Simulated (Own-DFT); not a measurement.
# Computed records: SiGe3 (diamond-structure random alloy, atoms displaced)

All values are calculated (Own-DFT development build). A calculation, not a measurement: plane-wave PBE density functional theory by an unreviewed code, no spin, of a simulated periodic cell, stress positive in tension, free energy of the whole cell less one offset for each atom, forces on such cells passed a denser k mesh, this cell's mesh not checked; offsets are fitted by least squares, one for each functional and potential file, so energies compare only between cells with the same atoms and settings and are not formation energies; the far tail of each file's local potential was reset to the Coulomb form; each entry is a single point on an unrelaxed cell, so the pressure reflects the starting lattice, mostly measured values, from which strain is counted, and rises with the displacements; printed positions are rounded, which can move forces by about a meV/angstrom; the program is a retired in-house code; no spin-orbit coupling.

Common to all runs: functional PBE; potential files PseudoDojo norm-conserving, scalar-relativistic, standard set; wave cutoff 42 hartree; occupations Fermi-Dirac; smearing width 0.1 eV; k mesh 3 x 3 x 3 centred on Gamma.

```json
{"entry": 1, "formula": "SiGe3", "kind": "diamond-structure random alloy, atoms displaced", "structure": {"cell_angstrom": [[11.2025, 0.0, 0.0], [0.0, 11.2025, 0.0], [0.0, 0.0, 11.2025]], "atoms_fractional": [["Ge", 0.00666, 0.98896, 0.00567], ["Ge", 0.00241, 0.23372, 0.25286], ["Ge", 0.24836, 0.99527, 0.25501], ["Ge", 0.2427, 0.24329, 0.00337], ["Ge", 0.1207, 0.13064, 0.13452], ["Si", 0.1247, 0.37081, 0.37484], ["Ge", 0.37799, 0.1309, 0.37533], ["Ge", 0.37998, 0.37157, 0.13085], ["Ge", 0.99945, 0.00042, 0.50969], ["Si", 0.00362, 0.25668, 0.74327], ["Ge", 0.23931, 0.99911, 0.75283], ["Ge", 0.24934, 0.24706, 0.50083], ["Si", 0.12843, 0.12102, 0.62572], ["Ge", 0.12596, 0.36667, 0.87717], ["Ge", 0.38277, 0.1216, 0.88144], ["Ge", 0.3668, 0.3752, 0.62177], ["Si", 0.99398, 0.4881, 0.00838], ["Si", 0.00199, 0.7447, 0.24364], ["Ge", 0.25036, 0.49527, 0.26512], ["Ge", 0.24005, 0.75428, 0.00129], ["Ge", 0.12761, 0.63036, 0.11789], ["Si", 0.1349, 0.86973, 0.37812], ["Ge", 0.36808, 0.62298, 0.37574], ["Ge", 0.37203, 0.87189, 0.11883], ["Si", 0.00194, 0.5069, 0.49976], ["Ge", 0.01002, 0.75709, 0.75297], ["Si", 0.25208, 0.49622, 0.75239], ["Ge", 0.25277, 0.74626, 0.49438], ["Ge", 0.12353, 0.6243, 0.6279], ["Ge", 0.12387, 0.87485, 0.86902], ["Si", 0.37519, 0.62478, 0.87979], ["Ge", 0.36478, 0.88096, 0.6299], ["Ge", 0.49492, 0.99458, 0.99977], ["Ge", 0.49898, 0.23363, 0.25798], ["Ge", 0.74506, 0.00142, 0.25802], ["Ge", 0.7508, 0.24613, 0.99946], ["Ge", 0.63407, 0.11597, 0.11282], ["Si", 0.62478, 0.37883, 0.3814], ["Ge", 0.8796, 0.12822, 0.38242], ["Si", 0.87216, 0.36599, 0.12421], ["Si", 0.4828, 0.99393, 0.48794], ["Si", 0.49766, 0.25435, 0.75032], ["Ge", 0.75414, 0.99831, 0.73817], ["Ge", 0.75551, 0.24992, 0.49713], ["Si", 0.6274, 0.12501, 0.6257], ["Ge", 0.62017, 0.37523, 0.8757], ["Ge", 0.87963, 0.12568, 0.87563], ["Ge", 0.87353, 0.36583, 0.63048], ["Ge", 0.50596, 0.50141, 0.00339], ["Ge", 0.50282, 0.75597, 0.24916], ["Ge", 0.75547, 0.50415, 0.24795], ["Ge", 0.74359, 0.76134, 0.00431], ["Ge", 0.62699, 0.61629, 0.12536], ["Ge", 0.63222, 0.87749, 0.37127], ["Si", 0.86972, 0.62507, 0.37291], ["Si", 0.87963, 0.87567, 0.11936], ["Ge", 0.49542, 0.48831, 0.50233], ["Ge", 0.49917, 0.74798, 0.75547], ["Ge", 0.75051, 0.503, 0.7443], ["Ge", 0.75468, 0.76675, 0.5011], ["Ge", 0.62999, 0.62445, 0.62632], ["Ge", 0.61293, 0.8749, 0.86636], ["Ge", 0.87311, 0.62663, 0.8663], ["Ge", 0.87586, 0.86776, 0.63068]]}, "results": {"free_energy_of_cell_above_offsets [eV]": "-3.500", "pressure [GPa]": 4.18, "stress_xx [GPa]": -4.21, "stress_yy [GPa]": -4.09, "stress_zz [GPa]": -4.23, "stress_yz [GPa]": 0.19, "stress_xz [GPa]": 0.11, "stress_xy [GPa]": -0.6, "force_element": ["Ge", "Ge", "Ge", "Ge", "Ge", "Si", "Ge", "Ge", "Ge", "Si", "Ge", "Ge", "Si", "Ge", "Ge", "Ge", "Si", "Si", "Ge", "Ge", "Ge", "Si", "Ge", "Ge", "Si", "Ge", "Si", "Ge", "Ge", "Ge", "Si", "Ge", "Ge", "Ge", "Ge", "Ge", "Ge", "Si", "Ge", "Si", "Si", "Si", "Ge", "Ge", "Si", "Ge", "Ge", "Ge", "Ge", "Ge", "Ge", "Ge", "Ge", "Ge", "Si", "Si", "Ge", "Ge", "Ge", "Ge", "Ge", "Ge", "Ge", "Ge"], "force_x [eV/angstrom]": [-0.329, -1.344, 0.343, 1.408, 1.469, -0.961, -1.829, -0.476, 0.789, 0.587, 1.355, -0.786, -0.812, -0.528, -1.276, 0.316, 0.42, -0.432, -0.516, 1.522, -1.155, -2.065, 2.113, -0.17, -0.812, -1.441, -0.219, -0.484, 0.769, 0.407, -0.527, 0.878, 0.91, 2.513, 2.239, 0.165, -1.246, 0.426, -0.461, 0.465, 1.911, 0.186, -0.885, -1.514, -1.237, 0.602, 0.648, 0.5, -1.433, -0.253, -0.284, 0.278, 0.177, -2.109, 1.348, -0.626, 0.609, -1.174, 0.109, -0.479, -1.041, 1.76, 0.503, 1.183], "force_y [eV/angstrom]": [1.587, 3.193, 0.581, 0.346, -2.6, 0.121, -1.726, -0.145, -0.76, -1.639, 1.321, -0.076, 1.043, 1.151, 0.893, -0.525, 0.979, 0.81, -0.161, -0.429, -2.253, 0.093, 0.174, 0.28, -1.16, -1.866, 0.628, 0.376, -0.236, 0.51, -0.26, -0.952, -0.116, 2.228, 0.613, 0.817, -0.054, -0.875, -1.349, 0.081, 0.282, -0.761, 0.678, 0.328, -0.008, -0.052, -0.443, 1.607, -0.38, -1.346, -1.527, -0.851, 1.833, -0.055, 0.861, -0.533, 1.661, -0.884, -1.051, -2.547, 0.641, 0.974, 0.106, 0.82], "force_z [eV/angstrom]": [-0.378, 0.752, -0.304, 0.131, -1.491, 0.725, 0.786, 0.08, -0.723, 0.727, 0.112, -0.153, 0.193, -0.255, -1.123, 1.304, -1.102, 0.841, -2.151, -1.48, 1.41, -0.44, 0.052, 1.082, -0.323, -0.694, 0.625, 1.591, -0.237, 1.552, -0.109, -0.753, 0.057, -1.927, -1.653, -0.684, 1.447, -1.154, -0.2, 0.949, 1.609, -0.438, 1.509, 0.614, -0.969, -0.49, -0.668, -1.071, -0.462, -0.131, 0.561, -0.779, 0.289, 1.079, 0.481, 1.836, -0.267, -1.231, 0.736, -0.665, -1.136, 0.756, 1.747, 0.009]}}
{"entry": 2, "formula": "SiGe3", "kind": "diamond-structure random alloy, atoms displaced", "structure": {"cell_angstrom": [[11.2025, 0.0, 0.0], [0.0, 11.2025, 0.0], [0.0, 0.0, 11.2025]], "atoms_fractional": [["Ge", 0.99608, 0.99554, 0.99777], ["Ge", 0.00035, 0.25899, 0.2553], ["Si", 0.25817, 0.00302, 0.25821], ["Ge", 0.26751, 0.24927, 0.9952], ["Ge", 0.12688, 0.12412, 0.12329], ["Ge", 0.12572, 0.37685, 0.37985], ["Si", 0.3798, 0.12712, 0.38416], ["Ge", 0.375, 0.37664, 0.11951], ["Si", 0.00061, 0.99199, 0.49166], ["Ge", 0.00636, 0.24852, 0.76072], ["Ge", 0.24874, 0.99861, 0.75022], ["Ge", 0.25154, 0.26241, 0.49616], ["Ge", 0.1352, 0.12108, 0.63774], ["Si", 0.13339, 0.37977, 0.86979], ["Ge", 0.37453, 0.12352, 0.87984], ["Ge", 0.38414, 0.37559, 0.62366], ["Ge", 0.99971, 0.50476, 0.01102], ["Ge", 0.00192, 0.75111, 0.24915], ["Si", 0.25635, 0.50578, 0.24511], ["Si", 0.23909, 0.74078, 0.0064], ["Ge", 0.1181, 0.61617, 0.13052], ["Ge", 0.13226, 0.88116, 0.37664], ["Ge", 0.37434, 0.6249, 0.37626], ["Si", 0.3761, 0.88269, 0.11396], ["Ge", 0.99326, 0.49377, 0.48555], ["Ge", 0.99536, 0.74942, 0.74605], ["Si", 0.24989, 0.50164, 0.7524], ["Ge", 0.24181, 0.76149, 0.50183], ["Ge", 0.12565, 0.6215, 0.6229], ["Ge", 0.11937, 0.87162, 0.87207], ["Si", 0.36955, 0.62005, 0.88627], ["Ge", 0.37568, 0.87696, 0.63408], ["Ge", 0.50211, 0.0027, 0.99926], ["Ge", 0.50196, 0.25666, 0.25242], ["Ge", 0.75059, 0.99516, 0.25408], ["Si", 0.74297, 0.24221, 0.99928], ["Ge", 0.6157, 0.11876, 0.12941], ["Ge", 0.62201, 0.36974, 0.36229], ["Ge", 0.87548, 0.12891, 0.37357], ["Si", 0.87948, 0.38567, 0.12191], ["Ge", 0.49557, 0.00079, 0.50195], ["Ge", 0.50285, 0.25027, 0.75808], ["Ge", 0.74367, 0.00272, 0.74669], ["Ge", 0.75306, 0.25568, 0.49905], ["Ge", 0.61893, 0.11745, 0.61989], ["Ge", 0.61909, 0.37032, 0.87479], ["Ge", 0.87058, 0.12362, 0.87597], ["Ge", 0.87995, 0.38303, 0.62795], ["Ge", 0.49636, 0.50383, 0.00401], ["Ge", 0.49572, 0.74735, 0.2453], ["Ge", 0.75405, 0.50155, 0.25343], ["Ge", 0.74975, 0.74838, 0.00169], ["Ge", 0.63092, 0.62003, 0.11187], ["Si", 0.6165, 0.87507, 0.38129], ["Ge", 0.88872, 0.63304, 0.37363], ["Si", 0.87502, 0.86765, 0.11655], ["Si", 0.50511, 0.503, 0.50566], ["Si", 0.49114, 0.74666, 0.75809], ["Si", 0.76009, 0.50178, 0.75107], ["Ge", 0.75442, 0.75189, 0.50221], ["Ge", 0.62759, 0.62429, 0.61959], ["Ge", 0.61972, 0.86161, 0.87031], ["Ge", 0.87051, 0.62119, 0.87922], ["Ge", 0.87626, 0.88417, 0.63047]]}, "results": {"free_energy_of_cell_above_offsets [eV]": "-4.460", "pressure [GPa]": 4.01, "stress_xx [GPa]": -4.06, "stress_yy [GPa]": -4.09, "stress_zz [GPa]": -3.87, "stress_yz [GPa]": -0.16, "stress_xz [GPa]": -0.72, "stress_xy [GPa]": -0.53, "force_element": ["Ge", "Ge", "Si", "Ge", "Ge", "Ge", "Si", "Ge", "Si", "Ge", "Ge", "Ge", "Ge", "Si", "Ge", "Ge", "Ge", "Ge", "Si", "Si", "Ge", "Ge", "Ge", "Si", "Ge", "Ge", "Si", "Ge", "Ge", "Ge", "Si", "Ge", "Ge", "Ge", "Ge", "Si", "Ge", "Ge", "Ge", "Si", "Ge", "Ge", "Ge", "Ge", "Ge", "Ge", "Ge", "Ge", "Ge", "Ge", "Ge", "Ge", "Ge", "Si", "Ge", "Si", "Si", "Si", "Si", "Ge", "Ge", "Ge", "Ge", "Ge"], "force_x [eV/angstrom]": [0.188, -0.056, 0.379, -2.813, 0.307, 0.866, -0.772, 0.071, -0.04, -0.193, 0.789, 0.61, -1.66, -0.305, 0.792, -0.516, 0.186, 0.61, -0.579, 0.86, 1.476, -0.786, -0.052, -1.21, 0.822, 0.063, 0.788, 1.341, -0.424, 0.664, -0.631, 0.114, -0.037, -1.93, -0.246, 0.467, 1.432, 1.299, 0.376, -1.41, -0.2, -0.769, -0.069, -0.635, 0.721, 1.774, -0.287, 0.004, 0.383, 0.561, 0.246, 0.118, -0.357, 0.69, -2.085, -0.049, -0.271, -0.156, -1.801, -0.231, 0.138, 0.534, 0.817, 0.086], "force_y [eV/angstrom]": [0.208, -0.442, 0.303, 0.729, 0.27, 0.664, 0.629, 0.273, 1.57, 0.383, -0.644, -1.782, 1.122, -0.166, -0.839, 0.61, -1.203, 1.26, -0.983, 1.108, 1.247, 0.241, 0.145, -1.179, 0.815, -0.638, 0.103, -1.498, -0.155, -0.563, 0.79, -0.624, -1.025, -1.878, -0.494, 0.965, 0.742, 1.986, -0.586, -2.024, -0.795, -1.191, -0.437, -0.361, 1.833, 1.338, 0.242, -1.041, -0.617, 0.724, 0.331, 0.402, 0.257, -0.604, -0.226, 0.691, -0.655, -1.267, -0.396, 0.699, 0.24, 1.296, 0.5, -0.406], "force_z [eV/angstrom]": [0.337, -1.426, -1.161, 0.409, 0.607, -1.871, -1.037, 1.446, 1.214, -0.618, 1.648, 1.234, -2.597, 1.35, -1.459, 0.706, -2.561, -0.677, 0.759, -0.392, 0.741, -1.275, 0.57, 1.319, 1.812, 0.257, -0.396, 0.715, -0.161, 0.466, -0.924, -0.49, -0.75, -1.047, -0.3, 0.839, 0.269, 2.531, 0.326, 0.64, -0.3, -1.524, 0.668, 0.445, 0.445, 0.658, 0.206, 0.189, -1.082, -0.461, -0.706, -0.777, 2.228, -0.755, 0.16, 1.277, -1.452, -0.682, 0.015, -0.343, 1.591, 0.414, -0.243, -1.022]}}
{"entry": 3, "formula": "SiGe3", "kind": "diamond-structure random alloy, atoms displaced", "structure": {"cell_angstrom": [[11.2025, 0.0, 0.0], [0.0, 11.2025, 0.0], [0.0, 0.0, 11.2025]], "atoms_fractional": [["Ge", 0.99698, 0.00964, 0.99057], ["Ge", 0.99643, 0.2613, 0.24841], ["Si", 0.24607, 0.00329, 0.24775], ["Ge", 0.25884, 0.24672, 0.00084], ["Ge", 0.1342, 0.1272, 0.1214], ["Ge", 0.1284, 0.37385, 0.38295], ["Ge", 0.37889, 0.12853, 0.38516], ["Si", 0.37242, 0.37683, 0.12903], ["Si", 0.99501, 0.99436, 0.50578], ["Si", 0.9953, 0.25364, 0.75183], ["Ge", 0.24315, 0.00643, 0.75041], ["Ge", 0.25298, 0.24759, 0.49626], ["Ge", 0.12645, 0.12325, 0.62715], ["Ge", 0.11996, 0.37735, 0.87012], ["Si", 0.37663, 0.12026, 0.87189], ["Ge", 0.36711, 0.37958, 0.62297], ["Si", 0.00532, 0.4933, 0.00291], ["Ge", 0.99308, 0.75172, 0.25004], ["Ge", 0.2462, 0.48676, 0.24837], ["Ge", 0.23677, 0.75436, 0.00164], ["Ge", 0.12619, 0.6279, 0.12275], ["Si", 0.11971, 0.8834, 0.37655], ["Ge", 0.37784, 0.62925, 0.38011], ["Ge", 0.36632, 0.87944, 0.12411], ["Ge", 0.00011, 0.49754, 0.50704], ["Ge", 0.00055, 0.74641, 0.74393], ["Ge", 0.241, 0.50368, 0.74328], ["Ge", 0.25822, 0.75287, 0.48906], ["Ge", 0.12049, 0.62651, 0.62883], ["Ge", 0.13221, 0.88014, 0.87249], ["Ge", 0.38582, 0.62412, 0.8852], ["Ge", 0.3726, 0.87263, 0.63456], ["Ge", 0.49528, 0.0074, 0.00187], ["Ge", 0.4883, 0.25096, 0.24137], ["Si", 0.74939, 0.99196, 0.25328], ["Ge", 0.74139, 0.255, 0.00059], ["Ge", 0.62681, 0.11446, 0.13118], ["Ge", 0.6154, 0.37458, 0.37298], ["Si", 0.87217, 0.12486, 0.37669], ["Ge", 0.86218, 0.38033, 0.13399], ["Ge", 0.49747, 0.00114, 0.49767], ["Ge", 0.5001, 0.24341, 0.75408], ["Ge", 0.74454, 0.00484, 0.74555], ["Ge", 0.75709, 0.25634, 0.49034], ["Ge", 0.61113, 0.12402, 0.62704], ["Si", 0.62142, 0.38575, 0.87433], ["Ge", 0.87571, 0.13432, 0.8676], ["Ge", 0.8651, 0.37336, 0.61942], ["Ge", 0.49255, 0.49753, 0.00154], ["Ge", 0.50741, 0.74779, 0.2541], ["Ge", 0.74644, 0.49551, 0.25057], ["Si", 0.73897, 0.75504, 0.99999], ["Ge", 0.62308, 0.62787, 0.13319], ["Si", 0.62486, 0.87434, 0.37437], ["Si", 0.87544, 0.62191, 0.38392], ["Ge", 0.87973, 0.86857, 0.12601], ["Si", 0.5038, 0.50025, 0.49355], ["Ge", 0.50222, 0.75201, 0.73824], ["Ge", 0.75638, 0.49986, 0.74934], ["Si", 0.75231, 0.75495, 0.4996], ["Ge", 0.63414, 0.63508, 0.62451], ["Ge", 0.61437, 0.87387, 0.8802], ["Ge", 0.8743, 0.6261, 0.87573], ["Si", 0.8712, 0.87692, 0.63414]]}, "results": {"free_energy_of_cell_above_offsets [eV]": "-4.851", "pressure [GPa]": 3.94, "stress_xx [GPa]": -3.82, "stress_yy [GPa]": -4.04, "stress_zz [GPa]": -3.96, "stress_yz [GPa]": 0.19, "stress_xz [GPa]": 0.29, "stress_xy [GPa]": 1.62, "force_element": ["Ge", "Ge", "Si", "Ge", "Ge", "Ge", "Ge", "Si", "Si", "Si", "Ge", "Ge", "Ge", "Ge", "Si", "Ge", "Si", "Ge", "Ge", "Ge", "Ge", "Si", "Ge", "Ge", "Ge", "Ge", "Ge", "Ge", "Ge", "Ge", "Ge", "Ge", "Ge", "Ge", "Si", "Ge", "Ge", "Ge", "Si", "Ge", "Ge", "Ge", "Ge", "Ge", "Ge", "Si", "Ge", "Ge", "Ge", "Ge", "Ge", "Si", "Ge", "Si", "Si", "Ge", "Si", "Ge", "Ge", "Si", "Ge", "Ge", "Ge", "Si"], "force_x [eV/angstrom]": [0.471, 0.376, 0.194, 0.001, -1.432, -1.022, -0.735, -0.166, -0.211, 0.509, 1.635, -0.54, -1.542, 0.484, -0.358, 1.306, -1.199, 1.197, 0.39, 2.018, -0.959, 0.309, 0.507, 0.564, -0.113, -0.643, 1.298, -1.993, 0.834, -1.923, -2.134, -0.737, -0.273, 1.121, 0.66, 0.092, -0.007, 0.329, 0.786, 1.665, 0.351, -0.74, -0.032, -2.021, 1.857, 0.007, -1.16, 1.486, 1.354, -1.462, -0.518, 0.921, 0.645, 0.477, -0.442, -1.462, -0.39, 0.099, -1.063, 0.548, -0.27, 0.572, 0.362, 0.118], "force_y [eV/angstrom]": [-0.768, -1.487, -0.05, 0.811, 0.124, -0.097, -0.655, -0.278, 0.57, 0.21, -0.37, 0.131, 0.962, -0.65, 0.564, -0.218, 0.811, -1.05, 1.973, -0.306, -1.18, -0.307, -1.774, -0.408, 0.361, 1.4, 0.096, 0.908, 0.492, -0.342, 1.346, 1.039, -0.728, -0.688, 0.238, -0.17, 0.995, -0.441, -0.777, -0.656, -1.448, 1.83, -0.451, -1.346, 0.479, -0.964, -0.136, -0.101, -0.558, 1.217, 1.849, -0.713, -0.665, 0.175, 0.269, 1.411, 0.678, -0.726, 0.338, 0.428, -1.476, 0.532, 0.024, -0.276], "force_z [eV/angstrom]": [0.894, 0.474, 1.364, -0.984, 0.448, -0.407, -2.259, -1.198, -0.12, -1.238, 0.278, 1.214, -0.833, 0.544, 0.273, -0.085, 0.227, 1.526, 0.395, -0.432, 0.796, -0.488, -1.37, 0.602, -0.406, 1.216, 1.538, 1.438, -1.894, -0.158, -1.889, -1.471, -0.079, 0.783, 0.397, -0.188, -0.094, -0.43, -0.616, -2.101, 0.47, 0.42, 0.886, 0.126, -1.239, -0.154, 0.42, 1.043, 1.318, 0.03, 1.744, 0.279, -1.552, 0.512, -0.638, -1.352, 1.548, 1.93, 0.277, -0.221, -0.879, -0.639, 1.16, -1.156]}}
```
